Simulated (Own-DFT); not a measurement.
# Strain and stress in wurtzite GaN, 72 atoms (Ga36N36)

These are calculations, not measurements. The program, named Own-DFT, is a retired in-house plane-wave density functional code that no person has reviewed. Each row is one single-point run on a periodic cell that was not relaxed, without spin or spin-orbit coupling.

Settings of every run: PBE; PseudoDojo norm-conserving scalar-relativistic files; cutoff 42 hartree; 4 x 4 x 3 k mesh centred on Gamma; Fermi-Dirac smearing of 0.1 eV.

Known limits: forces not confirmed at this smearing and k mesh; stress not checked against mesh or cutoff.

Unstrained cell vectors in Å: (9.567, 0.000, 0.000); (-4.783, 8.285, 0.000); (0.000, 0.000, 10.370). The unstrained cell has measured lattice constants (interpolated for alloys), not those of this functional. That, the random moves and any unrelaxed bonds set the pressure at no strain. Each run strains this cell uniformly, with the atoms carried along. Every atom was also moved at random, by a Gaussian of width 0.05 Å on each axis. Strain is the symmetric tensor, in per cent. Stress is positive in tension, and the pressure is minus a third of its trace.

| run | e_xx (%) | e_yy (%) | e_zz (%) | e_yz (%) | e_xz (%) | e_xy (%) | s_xx (GPa) | s_yy (GPa) | s_zz (GPa) | s_yz (GPa) | s_xz (GPa) | s_xy (GPa) | P (GPa) | E (meV/atom) |
|---|---|---|---|---|---|---|---|---|---|---|---|---|---|---|
| 1 | 1.14 | 1.69 | -1.53 | -0.44 | 0.04 | 0.01 | -3.32 | -1.04 | -11.40 | -1.33 | 0.20 | 0.81 | 5.26 | 19.1 |
| 2 | 0.92 | -0.36 | -1.54 | 0.85 | -0.87 | -0.01 | -3.54 | -10.38 | -15.79 | 2.45 | -1.30 | 0.13 | 9.90 | 27.5 |
| 3 | 1.72 | 1.33 | 1.73 | -0.33 | -1.25 | 0.47 | 1.53 | 2.29 | 0.01 | -0.62 | -2.38 | 1.90 | -1.28 | 0.0 |
| 4 | -0.46 | -1.82 | 1.86 | -1.15 | 1.66 | -0.41 | -9.29 | -17.29 | -1.25 | -3.43 | 2.27 | -2.79 | 9.28 | 38.8 |
| 5 | -0.57 | 0.03 | -0.36 | -1.89 | 1.26 | 1.93 | -9.74 | -9.23 | -9.81 | -3.52 | 2.19 | 5.57 | 9.59 | 27.8 |
| 6 | -1.52 | 1.15 | 1.99 | -1.50 | -1.51 | 1.64 | -10.74 | -2.88 | -1.10 | -3.08 | -3.15 | 5.29 | 4.91 | 26.7 |
| 7 | 1.83 | -1.11 | 0.01 | 0.98 | 1.29 | 1.08 | -2.45 | -11.34 | -5.62 | 2.25 | 2.83 | 3.85 | 6.47 | 22.5 |
| 8 | -1.39 | 0.63 | 1.33 | 1.64 | 0.94 | 0.24 | -11.49 | -6.21 | -2.80 | 3.84 | 2.36 | 0.92 | 6.83 | 22.9 |
| 9 | 1.50 | 0.47 | -0.39 | 1.75 | 1.53 | 0.68 | 0.15 | -5.08 | -9.41 | 2.95 | 3.28 | 2.98 | 4.78 | 17.0 |
| 10 | -1.40 | 0.64 | 0.25 | 0.04 | -0.22 | 0.27 | -12.19 | -4.21 | -9.43 | -0.48 | 1.15 | 0.78 | 8.61 | 16.4 |
| 11 | -0.99 | -0.64 | 1.06 | 0.66 | -1.22 | 0.25 | -12.89 | -11.28 | -3.46 | 1.61 | -3.58 | 1.14 | 9.21 | 26.8 |
| 12 | 0.23 | -1.89 | -0.89 | -1.87 | 1.11 | 1.64 | -8.17 | -18.09 | -13.42 | -4.13 | 1.63 | 5.23 | 13.23 | 40.1 |
| 13 | 1.64 | 1.37 | 0.40 | -1.18 | 1.99 | 1.37 | 1.21 | -1.00 | -3.91 | -1.89 | 3.45 | 3.65 | 1.24 | 7.4 |
| 14 | -0.57 | -1.33 | 0.75 | -1.11 | -0.06 | 0.49 | -11.28 | -12.41 | -5.94 | -2.94 | -0.58 | 0.99 | 9.88 | 21.4 |
| 15 | 0.87 | -1.12 | -1.84 | 0.00 | 1.72 | -0.04 | -7.14 | -11.64 | -19.92 | -0.65 | 4.31 | 0.15 | 12.90 | 50.8 |
| 16 | -0.05 | 1.56 | -0.75 | 1.42 | -0.86 | 1.51 | ? | ? | ? | ? | ? | ? | ? | ? |

E is the free energy for each atom above the lowest run shown.

## Worked fit

Each stress component was fitted by least squares to a constant and the strains of the runs shown, as fractions, with shears doubled. Shear strains stay in the fit of a normal stress only where such slopes are resolved. The slopes, in GPa:

```
stress  at no strain  per e_xx  per e_yy  per e_zz  scatter
  s_xx          -7.5  400 ± 26  103 ± 24   59 ± 25     1.06
  s_yy          -8.0   83 ± 33  464 ± 30   59 ± 32     1.34
  s_zz          -8.6   91 ± 39   56 ± 36  466 ± 38     1.58
```

Each shear stress against twice its own strain: yz 112 ± 7, xz 101 ± 9, xy 172 ± 8 GPa. These are stiffnesses along x, y and z of the frame in which the cell vectors are given, which need not be the crystal's axes. The atoms are held to the strained lattice; where symmetry lets them move under strain, relaxing them would lower some slopes. The table should be nearly symmetric about its diagonal, and what it lacks of that shows the noise. A ninth of its sum, 198 ± 4 GPa, estimates the bulk modulus near the mean pressure of these runs, 7.4 GPa, so it lies above the value at zero pressure.

## Withheld run

Question: what normal stresses and pressure should run 16 give?

The fit gives s_xx = -6.5, s_yy = -1.2, s_zz = -11.2 and P = 6.3 GPa. The calculation gave -5.40, -0.96, -11.52 and P = 5.96 GPa.
